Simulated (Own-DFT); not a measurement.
SiC (2H silicon carbide, atoms displaced), GaP (zincblende, strained, atoms displaced), SiC (4H silicon carbide, strained, atoms displaced), Si₃N₄ (beta silicon nitride, strained, atoms displaced) (calculated)

All values are calculated (Own-DFT development build). A calculation, not a measurement: plane-wave PBE density functional theory by an unreviewed code, no spin, of a simulated periodic cell, stress positive in tension, free energy of the whole cell less one offset for each atom, forces on such cells passed a denser k mesh, this cell's mesh not checked; offsets are fitted by least squares, one for each functional and potential file, so energies compare only between cells with the same atoms and settings and are not formation energies; the far tail of each file's local potential was reset to the Coulomb form; each entry is a single point on an unrelaxed cell, so the pressure reflects the starting lattice, mostly measured values (interpolated for alloys), from which strain is counted, and rises with the displacements; printed positions are rounded, which can move forces by about a meV/angstrom; the program, named Own-DFT, is a retired in-house code; no spin-orbit coupling.

Common to all runs: functional PBE; potential files PseudoDojo norm-conserving, scalar-relativistic, standard set; wave cutoff 42 hartree; occupations Fermi-Dirac; smearing width 0.1 eV.

(1) 
```cif
# cell vector a (Å): 9.2481 0.0000 0.0000
# cell vector b (Å): -4.6241 8.0091 0.0000
# cell vector c (Å): 0.0000 0.0000 10.0681
data_SiC
_symmetry_space_group_name_H-M 'P 1'
_symmetry_Int_Tables_number 1
_cell_length_a 9.2481
_cell_length_b 9.2481
_cell_length_c 10.0681
_cell_angle_alpha 90.000
_cell_angle_beta 90.000
_cell_angle_gamma 120.000
_cell_volume 745.73
loop_
_atom_site_label
_atom_site_type_symbol
_atom_site_fract_x
_atom_site_fract_y
_atom_site_fract_z
_atom_site_occupancy
Si1 Si 0.98222 0.00121 0.00318 1
Si2 Si 0.10843 0.21266 0.24360 1
C1 C 0.99533 0.01064 0.18918 1
C2 C 0.12926 0.22704 0.44014 1
Si3 Si 0.00871 0.00191 0.49994 1
Si4 Si 0.10900 0.20984 0.76398 1
C3 C 0.00600 0.00067 0.69068 1
C4 C 0.12793 0.23075 0.93400 1
Si5 Si 0.99845 0.33213 0.00631 1
Si6 Si 0.11780 0.56167 0.23999 1
C5 C 0.00250 0.33186 0.17939 1
C6 C 0.12409 0.57417 0.43350 1
Si7 Si 0.01057 0.34924 0.50496 1
Si8 Si 0.10912 0.55267 0.74555 1
C7 C 0.99453 0.32427 0.68071 1
C8 C 0.10381 0.55147 0.93623 1
Si9 Si 0.99915 0.66594 0.99971 1
Si10 Si 0.10597 0.88662 0.25618 1
C9 C 0.00990 0.67460 0.18953 1
C10 C 0.10027 0.88196 0.43265 1
Si11 Si 0.98978 0.66099 0.50685 1
Si12 Si 0.10003 0.88248 0.75341 1
C11 C 0.99103 0.66141 0.67162 1
C12 C 0.10620 0.89021 0.94493 1
Si13 Si 0.33408 0.00167 0.00084 1
Si14 Si 0.43946 0.22468 0.25316 1
C13 C 0.34106 0.00710 0.18534 1
C14 C 0.44640 0.22920 0.44105 1
Si15 Si 0.32994 0.99019 0.50126 1
Si16 Si 0.44103 0.22061 0.74665 1
C15 C 0.32538 0.98840 0.67628 1
C16 C 0.43712 0.22197 0.93970 1
Si17 Si 0.33305 0.32774 0.00273 1
Si18 Si 0.44725 0.54771 0.24565 1
C17 C 0.33297 0.32991 0.18435 1
C18 C 0.45666 0.56348 0.44188 1
Si19 Si 0.32580 0.33552 0.50401 1
Si20 Si 0.44890 0.55393 0.75097 1
C19 C 0.34093 0.33371 0.68150 1
C20 C 0.44120 0.53967 0.94197 1
Si21 Si 0.33163 0.66423 0.00649 1
Si22 Si 0.44683 0.88889 0.25283 1
C21 C 0.32517 0.66005 0.18473 1
C22 C 0.45110 0.89167 0.43016 1
Si23 Si 0.33826 0.66758 0.50368 1
Si24 Si 0.44549 0.88975 0.75057 1
C23 C 0.34014 0.67661 0.68821 1
C24 C 0.44694 0.88135 0.92897 1
Si25 Si 0.66243 0.99920 0.99831 1
Si26 Si 0.76989 0.21128 0.24080 1
C25 C 0.66508 0.98942 0.18974 1
C26 C 0.77803 0.21241 0.43714 1
Si27 Si 0.66943 0.01172 0.50590 1
Si28 Si 0.78160 0.22182 0.74523 1
C27 C 0.66525 0.99870 0.68520 1
C28 C 0.78148 0.21956 0.93893 1
Si29 Si 0.67527 0.33272 0.98859 1
Si30 Si 0.78230 0.54831 0.25014 1
C29 C 0.66211 0.32319 0.18660 1
C30 C 0.78110 0.54669 0.43542 1
Si31 Si 0.66574 0.32649 0.49786 1
Si32 Si 0.78193 0.55983 0.74909 1
C31 C 0.66641 0.33365 0.68574 1
C32 C 0.77073 0.56335 0.94340 1
Si33 Si 0.67431 0.66568 0.99383 1
Si34 Si 0.76689 0.87494 0.23745 1
C33 C 0.66979 0.67588 0.18932 1
C34 C 0.78121 0.88352 0.44315 1
Si35 Si 0.65710 0.66065 0.51204 1
Si36 Si 0.77607 0.90227 0.75393 1
C35 C 0.67252 0.66826 0.68807 1
C36 C 0.79189 0.88804 0.93558 1
_calc_hardware 'one NVIDIA H100'
_calc_k_mesh '4 x 4 x 3 centred on Gamma'
_calc_free_energy_of_cell_above_offsets '-3.058'  # eV
_calc_pressure 6.5  # GPa
_calc_stress_xx -3.96  # GPa
_calc_stress_yy -4.86  # GPa
_calc_stress_zz -10.67  # GPa
_calc_stress_yz -1.03  # GPa
_calc_stress_xz -1.25  # GPa
_calc_stress_xy -0.83  # GPa
_calc_wall_time 350.2  # s
```

Force:
```tsv
element	x (eV/Å)	y (eV/Å)	z (eV/Å)
Si	5.89	2.377	0.887
Si	-0.293	3.774	2.47
C	0.701	-4.191	-1.11
C	-4.486	-1.359	-1.9
Si	-1.73	0.013	0.02
Si	0.44	2.113	-4.655
C	-1.53	-0.303	-0.188
C	-3.436	-1.665	3.117
Si	1.185	0.368	-3.135
Si	-1.42	-1.623	2.264
C	-0.587	-0.015	3.157
C	-0.43	-1.972	0.585
Si	0.378	-1.78	-3.346
Si	0.12	0.122	0.094
C	1.34	1.122	2.753
C	0.416	0.348	-0.192
Si	-0.345	0.752	0.531
Si	0.542	1.403	-2.213
C	-1.206	-1.445	-1.055
C	1.544	0.334	2.184
Si	1.047	0.854	-6.346
Si	1.611	0.057	-0.296
C	1.161	0.423	7.208
C	0.285	-0.194	-0.919
Si	-0.132	-0.504	-0.391
Si	1.605	-0.666	0.153
C	-0.753	-1.287	1.081
C	-0.334	-1.48	-0.308
Si	-0.614	1.074	-3.031
Si	0.554	-0.695	-0.06
C	-0.054	0.785	3.87
C	2.764	-0.718	-1.529
Si	0.577	0.605	0.023
Si	-1.04	1.395	1.162
C	-0.48	0.009	0.69
C	-2.605	-2.084	-1.335
Si	4.025	1.46	-0.676
Si	-0.527	-0.226	0.258
C	-1.849	0.098	2.371
C	-0.445	3.116	-0.667
Si	0.514	-0.759	-2.619
Si	-0.799	-0.309	-1.506
C	2.72	1.532	0.853
C	-0.428	-0.175	2.707
Si	0.218	1.108	-1.387
Si	-0.724	0.308	-1.386
C	0.122	-2.326	0.324
C	-0.999	0.726	2.366
Si	0.845	-0.919	0.463
Si	1.118	0.825	1.871
C	-1.26	0.648	-1.894
C	0.157	3.218	-0.929
Si	1.82	-3.573	-2.232
Si	-1.221	0.173	0.387
C	-0.924	0.983	1.521
C	0.192	-0.176	-1.271
Si	-2.683	0.071	1.96
Si	-0.54	0.611	-0.024
C	-0.083	1.285	-1.016
C	-1.562	0.025	0.596
Si	0.096	0.52	-0.397
Si	-0.737	-1.013	-0.01
C	0.437	-0.298	1.096
C	5.538	-2.944	-2.479
Si	-4.626	1.148	2.352
Si	1.212	4.568	4.878
C	1.241	-5.618	-2.436
C	-0.973	0.668	-0.511
Si	3.221	1.862	-2.779
Si	2.73	-2.134	-1.602
C	-1.059	0.663	2.405
C	-5.451	-1.093	-0.825
```

(2) 
```cif
# cell vector a (Å): 10.8620 0.0000 0.0000
# cell vector b (Å): 0.0000 10.8620 0.0000
# cell vector c (Å): 0.0000 0.0000 10.9439
data_GaP
_symmetry_space_group_name_H-M 'P 1'
_symmetry_Int_Tables_number 1
_cell_length_a 10.8620
_cell_length_b 10.8620
_cell_length_c 10.9439
_cell_angle_alpha 90.000
_cell_angle_beta 90.000
_cell_angle_gamma 90.000
_cell_volume 1291.19
loop_
_atom_site_label
_atom_site_type_symbol
_atom_site_fract_x
_atom_site_fract_y
_atom_site_fract_z
_atom_site_occupancy
Ga1 Ga 0.99829 0.00124 0.00009 1
Ga2 Ga 0.00079 0.24798 0.25600 1
Ga3 Ga 0.25141 0.00340 0.25116 1
Ga4 Ga 0.25302 0.24533 0.99507 1
P1 P 0.12759 0.12925 0.12790 1
P2 P 0.13035 0.37414 0.37393 1
P3 P 0.37689 0.12662 0.37575 1
P4 P 0.37445 0.37358 0.12701 1
Ga5 Ga 0.00192 0.99610 0.49910 1
Ga6 Ga 0.99609 0.24724 0.74908 1
Ga7 Ga 0.25226 0.99648 0.74965 1
Ga8 Ga 0.24767 0.25499 0.50177 1
P5 P 0.12326 0.12553 0.62226 1
P6 P 0.12790 0.37645 0.87658 1
P7 P 0.37753 0.12445 0.87681 1
P8 P 0.37276 0.37709 0.62397 1
Ga9 Ga 0.99949 0.49610 0.99731 1
Ga10 Ga 0.00065 0.74600 0.25464 1
Ga11 Ga 0.25066 0.50033 0.24761 1
Ga12 Ga 0.25353 0.75360 0.99836 1
P9 P 0.12611 0.61994 0.12178 1
P10 P 0.12281 0.87593 0.37503 1
P11 P 0.37733 0.62337 0.37351 1
P12 P 0.37290 0.87216 0.12202 1
Ga13 Ga 0.99971 0.50212 0.49586 1
Ga14 Ga 0.00038 0.74672 0.75277 1
Ga15 Ga 0.24917 0.49613 0.74770 1
Ga16 Ga 0.25001 0.74971 0.50400 1
P13 P 0.12210 0.62492 0.62483 1
P14 P 0.12544 0.87528 0.87334 1
P15 P 0.37515 0.62874 0.87334 1
P16 P 0.37160 0.87470 0.62199 1
Ga17 Ga 0.49742 0.99635 0.00116 1
Ga18 Ga 0.50596 0.24917 0.24978 1
Ga19 Ga 0.74998 0.99938 0.25124 1
Ga20 Ga 0.74650 0.25214 0.99881 1
P17 P 0.62036 0.13114 0.12524 1
P18 P 0.62150 0.37670 0.37323 1
P19 P 0.87326 0.12773 0.37275 1
P20 P 0.87654 0.37406 0.12391 1
Ga21 Ga 0.50014 0.99903 0.50230 1
Ga22 Ga 0.49923 0.25203 0.75372 1
Ga23 Ga 0.75140 0.99916 0.74959 1
Ga24 Ga 0.75068 0.25348 0.50219 1
P21 P 0.62493 0.12330 0.62597 1
P22 P 0.62089 0.36737 0.86973 1
P23 P 0.87686 0.12322 0.87597 1
P24 P 0.87700 0.37575 0.62597 1
Ga25 Ga 0.49915 0.49970 0.99931 1
Ga26 Ga 0.49739 0.75192 0.24957 1
Ga27 Ga 0.75203 0.49939 0.24966 1
Ga28 Ga 0.74784 0.75187 0.99916 1
P25 P 0.62487 0.63150 0.12550 1
P26 P 0.62759 0.87236 0.37782 1
P27 P 0.87688 0.62213 0.37545 1
P28 P 0.87977 0.87280 0.12529 1
Ga29 Ga 0.49991 0.49734 0.49778 1
Ga30 Ga 0.50505 0.75149 0.74789 1
Ga31 Ga 0.74924 0.50323 0.74873 1
Ga32 Ga 0.75182 0.75441 0.49987 1
P29 P 0.62539 0.62809 0.62698 1
P30 P 0.62178 0.87198 0.87702 1
P31 P 0.87738 0.62678 0.87503 1
P32 P 0.87855 0.87023 0.62063 1
_calc_hardware 'one NVIDIA H100'
_calc_k_mesh '3 x 3 x 3 centred on Gamma'
_calc_free_energy_of_cell_above_offsets '-35.091'  # eV
_calc_pressure 3.13  # GPa
_calc_stress_xx -3.32  # GPa
_calc_stress_yy -3.28  # GPa
_calc_stress_zz -2.8  # GPa
_calc_stress_yz -0.08  # GPa
_calc_stress_xz 0.01  # GPa
_calc_stress_xy -0.14  # GPa
_calc_wall_time 531.9  # s
```

Force:
```tsv
element	x (eV/Å)	y (eV/Å)	z (eV/Å)
Ga	0.657	-0.056	0.342
Ga	0.141	0.389	-0.552
Ga	-0.039	-0.287	-0.064
Ga	-0.234	0.598	0.686
P	-0.301	-0.401	-0.439
P	-0.67	0.474	0.003
P	0.046	0.071	0.205
P	0.273	-0.151	-0.372
Ga	-0.376	0.643	-0.103
Ga	0.625	0.269	0.2
Ga	-0.275	0.61	-0.064
Ga	0.312	-0.682	-0.093
P	0.242	-0.192	0.36
P	-0.318	-0.71	-0.47
P	-0.118	-0.492	-0.558
P	0.524	-0.347	0.169
Ga	0.038	0.303	0.19
Ga	0.336	-0.023	-0.638
Ga	0.121	-0.028	0.037
Ga	-0.715	-0.68	-0.15
P	-0.113	0.71	0.101
P	0.698	-0.318	-0.174
P	-0.451	0.295	0.242
P	0.086	0.641	0.807
Ga	0.427	-0.567	0.362
Ga	0.157	0.352	-0.356
Ga	-0.03	0.783	0.274
Ga	-0.258	-0.296	-0.714
P	0.288	-0.236	0.047
P	-0.141	0.081	0.252
P	0.098	-0.457	-0.293
P	0.75	-0.045	0.461
Ga	0.291	0.387	0.144
Ga	-1.073	0.366	0.271
Ga	-0.069	0.105	-0.45
Ga	0.363	-0.263	0.031
P	0.771	-1.306	-0.401
P	0.812	-0.13	0.246
P	-0.012	-0.467	0.706
P	-0.154	-0.176	0.149
Ga	-0.012	0.082	-0.305
Ga	-0.564	-0.75	-1.097
Ga	0.018	-0.336	0.006
Ga	-0.234	-0.162	-0.197
P	-0.027	0.345	0.083
P	0.839	1.605	0.747
P	-0.588	0.202	0.022
P	-0.173	0.309	-0.148
Ga	0.033	0.057	0.073
Ga	0.224	-0.019	0.167
Ga	-0.275	0.2	-0.263
Ga	0.513	-0.08	0.192
P	0.071	-0.855	-0.036
P	-0.543	0.459	-0.455
P	-0.651	0.346	-0.012
P	-0.524	0.099	0.115
Ga	0.024	0.519	0.372
Ga	-0.883	0.002	0.067
Ga	0.083	-0.353	0.252
Ga	0.011	-0.921	-0.021
P	0.104	-0.378	-0.79
P	0.499	0.713	-0.308
P	-0.579	-0.384	0.287
P	-0.074	0.533	0.856
```

(3) 
```cif
# cell vector a (Å): 9.0937 -0.0151 -0.0182
# cell vector b (Å): -4.5599 8.0665 0.1039
# cell vector c (Å): -0.0198 0.1192 10.1207
data_SiC
_symmetry_space_group_name_H-M 'P 1'
_symmetry_Int_Tables_number 1
_cell_length_a 9.0937
_cell_length_b 9.2667
_cell_length_c 10.1214
_cell_angle_alpha 88.715
_cell_angle_beta 90.228
_cell_angle_gamma 119.573
_cell_volume 741.59
loop_
_atom_site_label
_atom_site_type_symbol
_atom_site_fract_x
_atom_site_fract_y
_atom_site_fract_z
_atom_site_occupancy
Si1 Si 0.99129 0.00495 0.40983 1
Si2 Si 0.10952 0.22738 0.16125 1
C1 C 0.00909 0.99641 0.09443 1
C2 C 0.10484 0.21559 0.33887 1
Si3 Si 0.99934 0.32472 0.40123 1
Si4 Si 0.11063 0.55580 0.16015 1
C3 C 0.00961 0.33134 0.09477 1
C4 C 0.10709 0.54890 0.35088 1
Si5 Si 0.99926 0.66507 0.40744 1
Si6 Si 0.10796 0.88206 0.16294 1
C5 C 0.98921 0.66508 0.08255 1
C6 C 0.11285 0.88790 0.34300 1
Si7 Si 0.33553 0.00230 0.40594 1
Si8 Si 0.43238 0.20803 0.14981 1
C7 C 0.33199 0.00053 0.09694 1
C8 C 0.44857 0.22283 0.34468 1
Si9 Si 0.33863 0.33775 0.41225 1
Si10 Si 0.44397 0.55268 0.14617 1
C9 C 0.33503 0.33296 0.09940 1
C10 C 0.44744 0.55451 0.34215 1
Si11 Si 0.34843 0.67741 0.41060 1
Si12 Si 0.44317 0.88530 0.15978 1
C11 C 0.34223 0.67575 0.08921 1
C12 C 0.43865 0.87878 0.34656 1
Si13 Si 0.65615 0.00170 0.40772 1
Si14 Si 0.76908 0.21061 0.14954 1
C13 C 0.66694 0.00161 0.09577 1
C14 C 0.77268 0.21667 0.34054 1
Si15 Si 0.66165 0.32584 0.40163 1
Si16 Si 0.79015 0.57188 0.15011 1
C15 C 0.67441 0.33830 0.09451 1
C16 C 0.79005 0.55012 0.34658 1
Si17 Si 0.65509 0.66133 0.40359 1
Si18 Si 0.77936 0.88746 0.16358 1
C17 C 0.65915 0.66255 0.09275 1
C18 C 0.78401 0.88694 0.34176 1
Si19 Si 0.01319 0.00256 0.90566 1
Si20 Si 0.88911 0.78021 0.65559 1
C19 C 0.99194 0.99781 0.59025 1
C20 C 0.88370 0.77392 0.84421 1
Si21 Si 0.99881 0.66503 0.91040 1
Si22 Si 0.89589 0.44528 0.65271 1
C21 C 0.97996 0.65628 0.58793 1
C22 C 0.89126 0.45283 0.84515 1
Si23 Si 0.99978 0.32428 0.90543 1
Si24 Si 0.90807 0.13182 0.64782 1
C23 C 0.98692 0.32592 0.59258 1
C24 C 0.87526 0.10971 0.83773 1
Si25 Si 0.67423 0.99745 0.90614 1
Si26 Si 0.55660 0.78462 0.65595 1
C25 C 0.66312 0.00917 0.59174 1
C26 C 0.55836 0.77840 0.84519 1
Si27 Si 0.65048 0.66311 0.90631 1
Si28 Si 0.55196 0.44267 0.64806 1
C27 C 0.66808 0.67010 0.58746 1
C28 C 0.56037 0.44158 0.84413 1
Si29 Si 0.67199 0.33039 0.90907 1
Si30 Si 0.54763 0.10236 0.65269 1
C29 C 0.67187 0.33541 0.59283 1
C30 C 0.55414 0.11286 0.84722 1
Si31 Si 0.33077 0.00255 0.90891 1
Si32 Si 0.23073 0.78760 0.65805 1
C31 C 0.33739 0.99924 0.59657 1
C32 C 0.21625 0.76975 0.84739 1
Si33 Si 0.33474 0.66735 0.90809 1
Si34 Si 0.22463 0.44346 0.66563 1
C33 C 0.33126 0.65720 0.59331 1
C34 C 0.21890 0.43981 0.83841 1
Si35 Si 0.33712 0.32535 0.90239 1
Si36 Si 0.23319 0.12055 0.64801 1
C35 C 0.34118 0.33017 0.58660 1
C36 C 0.22794 0.11813 0.83854 1
_calc_hardware 'one NVIDIA H100'
_calc_k_mesh '4 x 4 x 3 centred on Gamma'
_calc_free_energy_of_cell_above_offsets '-4.283'  # eV
_calc_pressure 7.13  # GPa
_calc_stress_xx -11.96  # GPa
_calc_stress_yy -5.04  # GPa
_calc_stress_zz -4.4  # GPa
_calc_stress_yz 4.77  # GPa
_calc_stress_xz -0.7  # GPa
_calc_stress_xy -1.34  # GPa
_calc_wall_time 341.2  # s
```

Force:
```tsv
element	x (eV/Å)	y (eV/Å)	z (eV/Å)
Si	2.388	-1.373	-1.15
Si	2.484	-2.211	-1.263
C	-1.902	1.099	-0.135
C	1.2	1.179	2.198
Si	-1.585	0.868	0.529
Si	-0.086	-0.312	-0.487
C	-2.866	0.911	-0.959
C	1.284	1.092	-0.972
Si	0.695	0.331	0.172
Si	0.267	0.285	-1.205
C	3.952	1.71	2.899
C	-0.512	0.17	1.463
Si	-0.49	-0.615	-0.039
Si	1.717	3.412	1.88
C	0.158	-2.094	-0.678
C	-1.709	-0.964	-0.739
Si	-0.433	-0.936	-3.419
Si	-0.446	-0.253	2.287
C	-0.713	-0.505	-1.785
C	-1.791	-0.489	-0.842
Si	-1.501	-4.422	-0.137
Si	0.141	0.715	-0.728
C	-1.1	-1.543	1.068
C	-0.468	2.702	-0.963
Si	2.282	-0.236	-0.376
Si	0.805	2.686	1.463
C	0.651	-1.72	-0.71
C	0.412	-0.225	-0.327
Si	1.739	1.775	0.928
Si	-2.45	-4.113	2.428
C	-1.145	-0.644	-0.279
C	-3.475	0.287	-1.913
Si	3.967	1.031	0.215
Si	0.122	0.123	-2.236
C	1.03	1.636	-0.224
C	-2.64	-0.517	1.184
Si	-2.748	-1.311	-0.043
Si	-0.508	-1.1	0.385
C	1.683	1.605	0.724
C	0.127	1.064	-0.015
Si	-0.902	-0.117	-2.955
Si	-2.423	0.035	1.471
C	2.716	2.472	1.135
C	1.619	-1.57	-0.46
Si	-1.486	1.118	0.209
Si	-2.274	-6.164	2.622
C	2.926	4.468	-1.942
C	4.38	1.306	-0.223
Si	-3.287	-0.553	0.716
Si	0.908	-0.584	-0.289
C	2.104	-1.525	-0.177
C	-1.955	0.708	-0.991
Si	3.829	-0.724	-0.015
Si	2.773	1.37	1.654
C	-1.15	-0.108	0.965
C	-1.267	0.415	-0.687
Si	-0.493	0.493	-0.393
Si	1.138	3.687	2.15
C	-0.986	-1.179	-0.451
C	0.625	-1.049	-0.525
Si	1.297	-1.036	-0.345
Si	-1.323	-3.341	0.09
C	-1.87	-0.036	-1.635
C	0.479	2.104	-0.562
Si	-0.328	-0.353	-1.03
Si	-0.437	-0.45	-3.437
C	-0.368	1.806	0.845
C	1.191	0.392	2.786
Si	-0.673	1.954	1.146
Si	-1.006	-2.446	1.042
C	-2.428	0.867	1.657
C	0.138	-1.061	-0.574
```

(4) 
```cif
# cell vector a (Å): 7.5244 0.0046 0.0505
# cell vector b (Å): -3.7582 6.6276 0.0863
# cell vector c (Å): 0.0580 0.1479 8.6805
data_Si3N4
_symmetry_space_group_name_H-M 'P 1'
_symmetry_Int_Tables_number 1
_cell_length_a 7.5246
_cell_length_b 7.6195
_cell_length_c 8.6820
_cell_angle_alpha 88.691
_cell_angle_beta 89.232
_cell_angle_gamma 119.513
_cell_volume 432.89
loop_
_atom_site_label
_atom_site_type_symbol
_atom_site_fract_x
_atom_site_fract_y
_atom_site_fract_z
_atom_site_occupancy
Si1 Si 0.16776 0.77386 0.08598 1
Si2 Si 0.22300 0.39868 0.07986 1
Si3 Si 0.60838 0.84156 0.07479 1
Si4 Si 0.82574 0.23191 0.24934 1
Si5 Si 0.77548 0.60129 0.25291 1
Si6 Si 0.40446 0.17591 0.24171 1
N1 N 0.32925 0.04028 0.07867 1
N2 N 0.96975 0.30561 0.08087 1
N3 N 0.71683 0.67843 0.08537 1
N4 N 0.64791 0.94795 0.24654 1
N5 N 0.02988 0.70065 0.25058 1
N6 N 0.30405 0.33207 0.24865 1
N7 N 0.32484 0.66134 0.09282 1
N8 N 0.66999 0.33017 0.24647 1
Si7 Si 0.16297 0.77007 0.42969 1
Si8 Si 0.22679 0.40810 0.41961 1
Si9 Si 0.59666 0.83422 0.42115 1
Si10 Si 0.83389 0.24443 0.57385 1
Si11 Si 0.77051 0.60217 0.58755 1
Si12 Si 0.40427 0.17678 0.57999 1
N9 N 0.33060 0.03009 0.40677 1
N10 N 0.98370 0.31387 0.41371 1
N11 N 0.69831 0.67155 0.40977 1
N12 N 0.67087 0.96546 0.57947 1
N13 N 0.03002 0.69681 0.57126 1
N14 N 0.30592 0.33558 0.59106 1
N15 N 0.33849 0.67321 0.42017 1
N16 N 0.66873 0.34105 0.56781 1
Si13 Si 0.17906 0.76778 0.74944 1
Si14 Si 0.22694 0.40514 0.75232 1
Si15 Si 0.59798 0.82196 0.75739 1
Si16 Si 0.82598 0.21636 0.92180 1
Si17 Si 0.77274 0.59207 0.91865 1
Si18 Si 0.40122 0.18089 0.92508 1
N17 N 0.32744 0.03096 0.75786 1
N18 N 0.95868 0.30527 0.74776 1
N19 N 0.69470 0.66147 0.75275 1
N20 N 0.65844 0.97416 0.92449 1
N21 N 0.03709 0.69582 0.92689 1
N22 N 0.29582 0.31932 0.92521 1
N23 N 0.33739 0.65833 0.74653 1
N24 N 0.66056 0.32243 0.91099 1
_calc_k_mesh '3 x 3 x 3 centred on Gamma'
_calc_free_energy_of_cell_above_offsets '-1.657'  # eV
_calc_pressure 11.36  # GPa
_calc_stress_xx -13.53  # GPa
_calc_stress_yy -4.29  # GPa
_calc_stress_zz -16.25  # GPa
_calc_stress_yz 6.62  # GPa
_calc_stress_xz 4.77  # GPa
_calc_stress_xy -0.65  # GPa
```

Force:
```tsv
element	x (eV/Å)	y (eV/Å)	z (eV/Å)
Si	3.39	0.6	0.986
Si	1.215	3.05	2.388
Si	-1.198	-7.428	6.22
Si	-0.12	-1.525	0.119
Si	-0.372	-2.046	-0.55
Si	0.858	0.492	0.903
N	-0.106	-3.521	2.899
N	-0.495	-1.534	-0.007
N	-1.56	0.707	-1.776
N	1.141	5.664	0.047
N	0.306	0.479	2.201
N	-1.339	0.336	0.425
N	1.286	1.045	-1.435
N	-1.199	1.144	0.046
Si	6.925	2.828	-10.74
Si	4.971	2.941	-0.898
Si	-0.351	-3.191	-1.519
Si	-1.713	-1.949	1.813
Si	-0.774	-1.762	-2.986
Si	0.966	-0.774	-0.112
N	-0.531	0.008	2.835
N	-3.371	-2.289	-1.235
N	0.075	0.503	3.009
N	0.544	2.863	2.558
N	-4.156	-2.051	10.48
N	-0.988	-0.259	-1.275
N	-1.787	-1.127	0.718
N	0.165	-0.224	0.86
Si	0.147	0.399	0.86
Si	0.502	-1.193	0.494
Si	-1.487	0.82	-1.646
Si	-2.508	3.966	-1.339
Si	0.684	-1.816	1.154
Si	3.232	-1.194	-3.949
N	-0.085	-0.539	-1.608
N	2.088	0.064	0.116
N	0.508	0.925	0.944
N	0.757	-0.187	-5.812
N	-1.662	-0.575	-3.721
N	-3.735	2.61	-2.564
N	-1.063	1.777	0.653
N	0.841	1.962	0.442
```
